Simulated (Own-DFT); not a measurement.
# Computed records: GaP (zincblende, strongly disordered by large displacements), InAs (zincblende, strongly disordered by large displacements)

A calculation, not a measurement: plane-wave PBE density functional theory by an unreviewed code, no spin, of a simulated periodic cell, stress positive in tension, free energy of the whole cell less one offset for each atom, forces on such cells passed a denser k mesh, this cell's mesh not checked; broken bonds can close the gap or carry spin, so checks made on this kind of crystal may not hold here; offsets are fitted by least squares, one for each functional and potential file, so energies compare only between cells with the same atoms and settings and are not formation energies; the far tail of each file's local potential was reset to the Coulomb form; each entry is a single point on an unrelaxed cell, so the pressure reflects the starting lattice, mostly measured values (interpolated for alloys), from which strain is counted, and rises with the displacements; printed positions are rounded, which can move forces by about a meV/angstrom; the program, named Own-DFT, is a retired in-house code; no spin-orbit coupling. Program: Own-DFT development build.

Common to all runs: functional PBE; potential files PseudoDojo norm-conserving, scalar-relativistic, standard set; wave cutoff 42 hartree; occupations Fermi-Dirac; smearing width 0.1 eV; k mesh 3 x 3 x 3 centred on Gamma.

(1) GaP (zincblende, strongly disordered by large displacements)

```
GaP
1.0
     10.9010     0.0000     0.0000
      0.0000    10.9010     0.0000
      0.0000     0.0000    10.9010
Ga P Ga P Ga P Ga P Ga P Ga P Ga P Ga P
4 4 4 4 4 4 4 4 4 4 4 4 4 4 4 4
Direct
  0.95632 0.98771 0.97740
  0.00004 0.28188 0.22461
  0.26313 0.98001 0.25119
  0.29267 0.23779 0.01816
  0.12888 0.08872 0.18527
  0.15395 0.45667 0.41934
  0.35830 0.18818 0.37186
  0.41392 0.38582 0.13999
  0.08522 0.96428 0.48703
  0.99271 0.23764 0.71324
  0.23701 0.05055 0.73494
  0.20049 0.22260 0.50960
  0.12158 0.13805 0.63856
  0.11613 0.37435 0.87880
  0.36761 0.09275 0.84453
  0.35558 0.36559 0.60442
  0.95511 0.46259 0.91792
  0.02262 0.77476 0.23004
  0.19227 0.44764 0.24818
  0.20746 0.73656 0.97010
  0.15188 0.54256 0.07887
  0.14515 0.84313 0.33685
  0.37309 0.59930 0.40717
  0.31964 0.79922 0.11878
  0.99376 0.49239 0.49908
  0.01003 0.72481 0.76468
  0.24808 0.50137 0.80184
  0.24723 0.73684 0.50047
  0.14159 0.64219 0.60405
  0.09510 0.90015 0.87176
  0.37496 0.61360 0.84822
  0.37103 0.90760 0.61360
  0.53157 0.02152 0.95878
  0.49289 0.21304 0.25749
  0.77127 0.93679 0.24918
  0.74826 0.28434 0.98585
  0.63858 0.13273 0.11693
  0.65928 0.42235 0.35159
  0.92858 0.15531 0.43083
  0.89722 0.38272 0.11916
  0.53770 0.99670 0.53555
  0.52558 0.24836 0.76579
  0.78357 0.99001 0.72124
  0.77927 0.24534 0.52556
  0.64366 0.09612 0.63421
  0.64011 0.35573 0.86731
  0.84243 0.17365 0.87875
  0.82102 0.37682 0.63884
  0.46953 0.50937 0.97880
  0.47799 0.82020 0.19178
  0.73901 0.50605 0.21937
  0.71023 0.75512 0.01386
  0.66142 0.62518 0.12146
  0.57378 0.95924 0.36367
  0.85961 0.57809 0.42490
  0.87411 0.82650 0.15913
  0.55532 0.53530 0.49832
  0.49302 0.73883 0.75493
  0.76471 0.48853 0.78596
  0.74978 0.75551 0.47615
  0.62589 0.59846 0.64623
  0.58774 0.85533 0.84605
  0.87034 0.61324 0.94902
  0.86847 0.85135 0.59663
```

It was run with hardware one NVIDIA H100.

Results for GaP (zincblende, strongly disordered by large displacements): free energy of cell above offsets 42.114 eV; pressure 18.59 GPa; stress xx -20.87 GPa; stress yy -14.62 GPa; stress zz -20.28 GPa; stress yz 0.02 GPa; stress xz -2.4 GPa; stress xy 1.82 GPa; wall time 606.6 s.

Force:
```tsv
element	x (eV/Å)	y (eV/Å)	z (eV/Å)
Ga	-1.727	2.044	2.204
Ga	4.126	-5.292	5.103
Ga	4.68	-0.709	0.493
Ga	-0.793	-0.536	0.093
P	-3.837	4.434	-3.684
P	3.693	-1.983	5.23
P	-4.677	-2.575	4.074
P	-1.591	-0.377	0.289
Ga	-2.548	1.199	1.595
Ga	-5.495	4.662	3.916
Ga	0.591	-7.213	0.58
Ga	4.876	6.384	-7.067
P	-5.249	-4.568	-1.122
P	2.488	-3.701	-0.576
P	6.176	3.868	6.525
P	1.026	0.044	1.149
Ga	1.889	-4.438	1.007
Ga	2.652	-6.221	-0.805
Ga	2.65	-0.982	-6.557
Ga	-0.793	-1.036	-1.222
P	-1.03	1.831	-1.568
P	4.295	0.294	4.855
P	0.3	-0.545	-0.728
P	-4.424	0.687	-0.703
Ga	0.899	-2.224	5.755
Ga	-0.837	0.423	-0.658
Ga	-4.508	-4.38	-5.108
Ga	5.427	4.793	-3.974
P	-5.563	-5.094	6.763
P	2.197	-1.451	-1.93
P	1.918	5.554	1.8
P	-1.73	-1.769	0.57
Ga	-0.286	0.032	0.836
Ga	5.223	1.51	-4.051
Ga	-5.493	6.308	4.651
Ga	1.362	-0.451	10.06
P	0.303	-1.042	-0.212
P	-3.399	-5.447	6.68
P	1.457	-0.793	-2.708
P	-4.622	3.525	-3.785
Ga	-5.439	-2.683	0.835
Ga	-3.938	-2.746	-3.91
Ga	0.701	-0.658	2.112
Ga	-3.25	-4.505	-4.026
P	2.555	7.197	3.352
P	-5.25	5.942	-1.314
P	5.215	-6.619	-4.389
P	5.224	3.146	1.865
Ga	3.038	-1.891	2.445
Ga	7.162	0.567	3.466
Ga	7.978	-2.388	-0.486
Ga	1.694	5.887	-5.421
P	-8.434	0.605	-0.579
P	2.021	-2.772	-7.375
P	-6.47	4.289	-4.889
P	-2.97	-1.126	-8.399
Ga	-3.964	-2.752	-6.205
Ga	-2.973	-3.41	-6.095
Ga	-0.934	3.723	0.488
Ga	-2.014	-1.362	-0.868
P	3.177	4.002	6.295
P	6.59	5.077	4.979
P	-2.843	6.929	-1.437
P	3.497	0.784	1.79
```

(2) InAs (zincblende, strongly disordered by large displacements)

```
InAs
1.0
     12.1166     0.0000     0.0000
      0.0000    12.1166     0.0000
      0.0000     0.0000    12.1166
In As In As In As In As In As In As In As In As
4 4 4 4 4 4 4 4 4 4 4 4 4 4 4 4
Direct
  0.00424 0.98935 0.00191
  0.98415 0.26404 0.25196
  0.25066 0.99465 0.27749
  0.23932 0.26021 0.98264
  0.13437 0.11294 0.09774
  0.12257 0.36491 0.36879
  0.36981 0.12561 0.39875
  0.38229 0.39077 0.15057
  0.99547 0.97740 0.51091
  0.01354 0.24173 0.71699
  0.26449 0.01566 0.75633
  0.27583 0.23885 0.50457
  0.11166 0.10699 0.62515
  0.12437 0.36336 0.85203
  0.37207 0.11537 0.86328
  0.38937 0.35570 0.62307
  0.02080 0.48403 0.99281
  0.00664 0.75185 0.28286
  0.25112 0.50390 0.27274
  0.25864 0.74814 0.00147
  0.14831 0.59991 0.10038
  0.12036 0.85939 0.34852
  0.37846 0.62532 0.39658
  0.40642 0.86821 0.15971
  0.00435 0.49928 0.50895
  0.00704 0.76224 0.74865
  0.22080 0.50033 0.74910
  0.25201 0.74386 0.50775
  0.09513 0.61977 0.64676
  0.12885 0.86706 0.87199
  0.37103 0.65447 0.83511
  0.37641 0.86800 0.64499
  0.50036 0.00588 0.00493
  0.49130 0.27562 0.24658
  0.74832 0.98586 0.25186
  0.74586 0.24101 0.97544
  0.60755 0.12768 0.13495
  0.62115 0.36871 0.40668
  0.88676 0.11596 0.37903
  0.89781 0.35982 0.13642
  0.49424 0.01585 0.51275
  0.49558 0.25905 0.76473
  0.75340 0.00647 0.74921
  0.71825 0.25046 0.48922
  0.63469 0.09544 0.60791
  0.63629 0.39191 0.88818
  0.86809 0.12805 0.87472
  0.89009 0.37402 0.65683
  0.49076 0.50413 0.00961
  0.49776 0.75198 0.27783
  0.75100 0.51556 0.27493
  0.75463 0.74178 0.00600
  0.61402 0.60292 0.12744
  0.61705 0.88426 0.37667
  0.89710 0.60640 0.40010
  0.87629 0.88052 0.13552
  0.51427 0.49690 0.49094
  0.51859 0.75219 0.77387
  0.73726 0.51777 0.76087
  0.74308 0.74991 0.50336
  0.64628 0.62560 0.63789
  0.60376 0.88648 0.88375
  0.90299 0.61888 0.87355
  0.86518 0.87389 0.62050
```

Settings of this run: hardware one NVIDIA H200.

It finds free energy of cell above offsets -3.845 eV; pressure 8.72 GPa; stress xx -8.84 GPa; stress yy -9.79 GPa; stress zz -7.52 GPa; stress yz 0.06 GPa; stress xz -2.97 GPa; stress xy 0.71 GPa; wall time 1351 s.

Force:
```tsv
element	x (eV/Å)	y (eV/Å)	z (eV/Å)
In	-0.853	-0.165	-0.968
In	4.378	-6.094	4.813
In	1.108	1.095	-2.282
In	1.565	-0.97	1.332
As	0.719	0.893	2.391
As	1.106	0.246	1.981
As	2.489	-2.494	-5.089
As	-3.404	1.509	-3.187
In	0.803	0.679	-1.939
In	-0.744	-0.513	2.557
In	-4.148	-3.721	-3.269
In	-5.103	2.962	2.522
As	3.267	-1.489	-1.374
As	-1.021	-0.806	0.782
As	3.275	3.684	4.308
As	-0.672	2.909	0.252
In	-1.386	-0.655	0.384
In	-7.171	-6.902	-5.56
In	-0.577	0.356	-0.623
In	0.9	0.636	0.355
As	0.133	1.024	2.13
As	6.371	5.684	6.279
As	0.071	-0.582	-0.472
As	-3.424	2.487	-3.428
In	1.845	-4.138	1.941
In	-1.998	1.134	0.463
In	3.354	0.596	-0.737
In	-1.231	0.746	1.277
As	1.939	0.329	-2.499
As	0.961	1.426	0.674
As	-3.246	-3.7	2.631
As	0.163	0.288	-1.156
In	-1.609	0.421	1.206
In	2.65	-3.521	2.557
In	-0.168	1.97	0.251
In	-0.841	0.772	3.138
As	1.449	0.704	0.066
As	-1.977	3.405	-7.14
As	-1.118	0.437	-0.038
As	-5.761	5.497	-6.64
In	-2.241	-3.325	-0.744
In	1.732	-0.784	0.383
In	-0.237	-0.86	0.881
In	6.634	-6.037	4.539
As	1.723	3.109	2.273
As	-1.784	-0.537	-0.17
As	2.716	-1.397	-1.146
As	-3.27	2.262	-2.26
In	-1.476	-0.318	-2.311
In	1.782	-3.088	0.467
In	0.136	-1.326	-1.022
In	0.054	-0.041	-0.038
As	1.94	2.507	1.975
As	0.544	-0.306	1.587
As	-3.27	3.551	-2.609
As	0.622	-1.845	-0.539
In	-2.241	2.498	3.416
In	1.866	0.236	-3.287
In	3.743	-2.106	2.027
In	0.382	0.156	-1.131
As	-3.359	1.731	-2.581
As	3.81	0.331	0.316
As	-1.706	0.453	0.444
As	-0.19	-1.007	1.639
```

(3) GaP (zincblende, strongly disordered by large displacements)

```
GaP
1.0
     10.9010     0.0000     0.0000
      0.0000    10.9010     0.0000
      0.0000     0.0000    10.9010
Ga P Ga P Ga P Ga P Ga P Ga P Ga P Ga P
4 4 4 4 4 4 4 4 4 4 4 4 4 4 4 4
Direct
  0.98415 0.95368 0.99744
  0.97934 0.32177 0.21712
  0.24657 0.02371 0.24857
  0.25874 0.31191 0.01910
  0.11402 0.12780 0.10719
  0.09491 0.37398 0.35027
  0.37152 0.13862 0.41899
  0.30313 0.37178 0.17425
  0.06305 0.98065 0.48016
  0.97001 0.20771 0.76239
  0.23565 0.01002 0.71124
  0.20417 0.21674 0.47467
  0.09041 0.08514 0.65747
  0.11182 0.36684 0.88751
  0.39759 0.16333 0.88465
  0.42534 0.32966 0.62909
  0.98119 0.50719 0.01095
  0.98199 0.73993 0.25329
  0.20572 0.53560 0.22569
  0.24279 0.72728 0.97520
  0.06280 0.60971 0.14323
  0.10440 0.88714 0.32889
  0.37662 0.58507 0.42024
  0.34078 0.87216 0.12108
  0.03586 0.51790 0.46935
  0.96906 0.73227 0.72983
  0.33555 0.48869 0.79279
  0.25132 0.78383 0.53452
  0.10516 0.66413 0.64947
  0.08645 0.92143 0.79414
  0.41051 0.62143 0.87270
  0.38574 0.85363 0.63524
  0.49671 0.99220 0.05451
  0.42190 0.24224 0.25400
  0.76438 0.00175 0.26341
  0.74155 0.26421 0.08310
  0.66048 0.11968 0.12961
  0.61493 0.37142 0.35435
  0.85691 0.12452 0.45103
  0.83068 0.39657 0.17319
  0.50932 0.00261 0.49335
  0.50938 0.22455 0.76898
  0.77445 0.95592 0.74432
  0.74317 0.25037 0.50879
  0.54653 0.12828 0.61434
  0.60572 0.38310 0.84764
  0.85413 0.14812 0.87485
  0.88080 0.39114 0.63862
  0.48817 0.49427 0.01442
  0.47808 0.74254 0.25956
  0.71265 0.52921 0.26251
  0.76949 0.78063 0.06977
  0.59768 0.57771 0.14396
  0.66765 0.88347 0.36776
  0.87250 0.62414 0.43679
  0.92796 0.88793 0.14750
  0.53061 0.51458 0.45094
  0.50824 0.74889 0.73935
  0.74098 0.50511 0.77055
  0.76736 0.73333 0.52304
  0.60521 0.64984 0.63732
  0.59395 0.83982 0.91793
  0.86565 0.62970 0.83293
  0.87183 0.89164 0.60616
```

Here we set hardware one NVIDIA H100.

It finds free energy of cell above offsets 39.904 eV; pressure 19.23 GPa; stress xx -21.92 GPa; stress yy -17.29 GPa; stress zz -18.49 GPa; stress yz -2.24 GPa; stress xz 0.94 GPa; stress xy 2.25 GPa; wall time 674.8 s.

Force:
```tsv
element	x (eV/Å)	y (eV/Å)	z (eV/Å)
Ga	3.791	5.396	-8.693
Ga	5.344	-7	-0.781
Ga	0.137	0.483	-0.541
Ga	-2.195	-5.231	-8.825
P	-0.539	0.814	0.082
P	4.508	-0.234	3.123
P	0.959	-2.056	-1.705
P	2.913	3.672	5.434
Ga	-3.081	2.604	3.713
Ga	4.848	5.978	-5.195
Ga	12.37	-2.861	3.311
Ga	-2.862	1.757	1.704
P	-6.153	3.779	-4.104
P	-0.249	1.147	-0.795
P	-7.411	-4.639	7.643
P	-2.762	2.933	-2.686
Ga	-2.216	-2.799	-4.68
Ga	-1.47	-1.599	4.676
Ga	4.488	-1.07	4.49
Ga	-0.972	0.644	-0.213
P	0.149	2.849	-2.051
P	2.818	-2.092	-1.691
P	-9.796	5.875	-2.71
P	0.383	-0.516	1.16
Ga	0.296	0.481	3.847
Ga	-3.134	7.46	0.531
Ga	-5.23	-8.686	-5.642
Ga	-4.447	-3.692	-3.458
P	8.744	-4.9	-5.987
P	-2.496	-2.342	3.373
P	2.354	7.389	5.02
P	1.751	5.888	0.592
Ga	0.463	0.983	-2.283
Ga	3.412	-0.776	0.385
Ga	3.254	3.534	-1.112
Ga	1.252	3.488	-6.276
P	-5.528	-7.27	2.37
P	0.709	-3.636	0.282
P	4.417	-5.112	-3.574
P	-3.042	6.057	-2.408
Ga	-0.388	-6.286	-3.914
Ga	5.719	2.577	-0.453
Ga	-3.971	2.922	5.89
Ga	-4.114	4.956	2.18
P	4.397	3.235	0.848
P	0.106	0.026	3.135
P	-6.537	-4.708	6.582
P	-0.301	-1.152	-0.583
Ga	-0.852	-2.879	-1.775
Ga	0.277	-0.104	0.232
Ga	6.204	-0.881	7.464
Ga	-2.534	-1.708	-2.086
P	-4.293	6.481	-4.262
P	-4.44	-4.081	2.713
P	2.894	-4.28	-7.23
P	-4.223	0.675	5.937
Ga	6.055	-2.266	4.363
Ga	-2.569	4.308	6.731
Ga	-1.542	-1.498	-2.872
Ga	-5.982	5.664	3.634
P	6.457	-6.751	-6.394
P	1.793	1.416	-0.13
P	-1.152	-0.93	7.876
P	3.218	-1.437	-4.213
```

(4) GaP (zincblende, strongly disordered by large displacements)

```
GaP
1.0
     10.9010     0.0000     0.0000
      0.0000    10.9010     0.0000
      0.0000     0.0000    10.9010
Ga P Ga P Ga P Ga P Ga P Ga P Ga P Ga P
4 4 4 4 4 4 4 4 4 4 4 4 4 4 4 4
Direct
  0.00445 0.04754 0.00053
  0.99203 0.23070 0.26013
  0.28365 0.98570 0.24113
  0.27504 0.23533 0.99051
  0.12183 0.13615 0.13989
  0.12417 0.37264 0.38208
  0.32985 0.12330 0.35405
  0.36404 0.38363 0.16111
  0.99616 0.01219 0.48994
  0.96167 0.25340 0.76709
  0.27868 0.98443 0.75946
  0.25636 0.24615 0.49785
  0.15783 0.11241 0.63561
  0.14636 0.37314 0.85681
  0.36456 0.11763 0.88284
  0.38610 0.36723 0.61080
  0.99861 0.48340 0.97099
  0.02629 0.75301 0.27266
  0.22172 0.51442 0.24161
  0.25464 0.77306 0.00205
  0.12227 0.60109 0.10816
  0.11130 0.86732 0.36752
  0.37342 0.61082 0.37687
  0.38912 0.89343 0.11781
  0.02021 0.47325 0.48276
  0.00938 0.76876 0.74867
  0.26698 0.51985 0.76283
  0.26527 0.74280 0.51656
  0.13731 0.61751 0.61872
  0.13993 0.87398 0.89114
  0.35015 0.65146 0.84653
  0.39877 0.86095 0.62593
  0.47638 0.99226 0.98257
  0.50703 0.27985 0.23459
  0.80603 0.01112 0.22669
  0.71617 0.24163 0.01075
  0.58691 0.09809 0.12618
  0.63218 0.36679 0.39778
  0.87107 0.10242 0.36614
  0.84423 0.36738 0.11623
  0.49215 0.03209 0.50041
  0.53572 0.24509 0.75605
  0.72633 0.98234 0.75820
  0.74897 0.21518 0.49536
  0.61478 0.13707 0.64437
  0.62111 0.37871 0.86200
  0.89934 0.13442 0.88720
  0.85699 0.38672 0.62716
  0.50984 0.50242 0.01732
  0.50720 0.75561 0.23346
  0.74881 0.49673 0.25018
  0.76665 0.74841 0.99064
  0.60417 0.63396 0.10180
  0.63681 0.87399 0.35624
  0.87163 0.63355 0.36766
  0.84548 0.86979 0.14363
  0.49811 0.48998 0.51497
  0.50396 0.71569 0.72949
  0.77082 0.45650 0.75419
  0.75646 0.74660 0.49846
  0.64234 0.63477 0.64253
  0.60613 0.89329 0.91469
  0.87068 0.61387 0.90720
  0.84927 0.91482 0.62719
```

Settings of this run: hardware one NVIDIA H100.

Results for GaP (zincblende, strongly disordered by large displacements): free energy of cell above offsets 5.307 eV; pressure 11.91 GPa; stress xx -10.03 GPa; stress yy -13.24 GPa; stress zz -12.45 GPa; stress yz -5.86 GPa; stress xz 1.68 GPa; stress xy 2.82 GPa; wall time 583.1 s.

Force:
```tsv
element	x (eV/Å)	y (eV/Å)	z (eV/Å)
Ga	3.925	-5.368	3.736
Ga	-0.289	2.994	-0.197
Ga	-5.394	-0.952	0.395
Ga	-3.851	4.725	4.235
P	2.608	-0.913	-0.807
P	3.404	-4.768	-4.777
P	4.259	3.121	2.828
P	-0.995	0.625	-4.056
Ga	2.657	-1.294	2.406
Ga	4.155	3.741	-4.407
Ga	-1.388	-1.413	-1.397
Ga	-0.888	0.109	0.904
P	-2.513	0.489	-0.701
P	-1.054	-0.895	0.528
P	3.194	-0.263	-4.078
P	-1.459	-1.309	3.481
Ga	1.683	-1.937	2.103
Ga	-5.661	-6.837	-6.599
Ga	2.317	-1.389	3.496
Ga	1.358	-3.229	2.28
P	-1.795	3.735	-1.656
P	6.519	6.442	5.743
P	0.251	1.156	-0.724
P	-0.567	-5.025	0.36
Ga	-5.344	5.977	4.942
Ga	-0.527	-0.726	-0.176
Ga	-3.459	-5.982	-4.315
Ga	-0.369	0.311	-1.709
P	-1.944	-0.165	0.537
P	-3.387	3.257	-2.237
P	4.201	3.91	5.191
P	-0.148	2.201	-0.47
Ga	-2.009	4.667	1.262
Ga	2.047	-2.935	1.954
Ga	-7.117	4.407	0.117
Ga	-0.136	-1.012	-0.337
P	2.266	2.593	1.186
P	0.038	0.307	-1.626
P	0.894	4.304	4.221
P	2.329	-0.191	0.527
Ga	-0.576	-1.736	-1.295
Ga	-6.959	3.567	3.115
Ga	-1.782	1.649	2.528
Ga	-0.42	1.562	0.714
P	4.244	-6.077	-5.458
P	-0.055	1.354	3.713
P	-8.285	-0.634	-0.869
P	6.776	-5.854	-8.899
Ga	-3.901	-3.683	-2.799
Ga	-0.72	-0.206	1.887
Ga	-0.809	0.561	0.313
Ga	-3.212	2.393	2.059
P	4.469	2.537	2.464
P	-0.182	1.026	1.231
P	1.225	-1.644	0.161
P	4.944	-8.519	-5.592
Ga	2.044	2.436	-1.554
Ga	-2.443	3.03	2.835
Ga	-5.226	7.224	7.497
Ga	-0.986	1.441	0.183
P	3.695	-3.977	-2.575
P	6.704	-5.451	-5.085
P	0.522	-0.283	-4.854
P	3.122	-3.183	-1.884
```
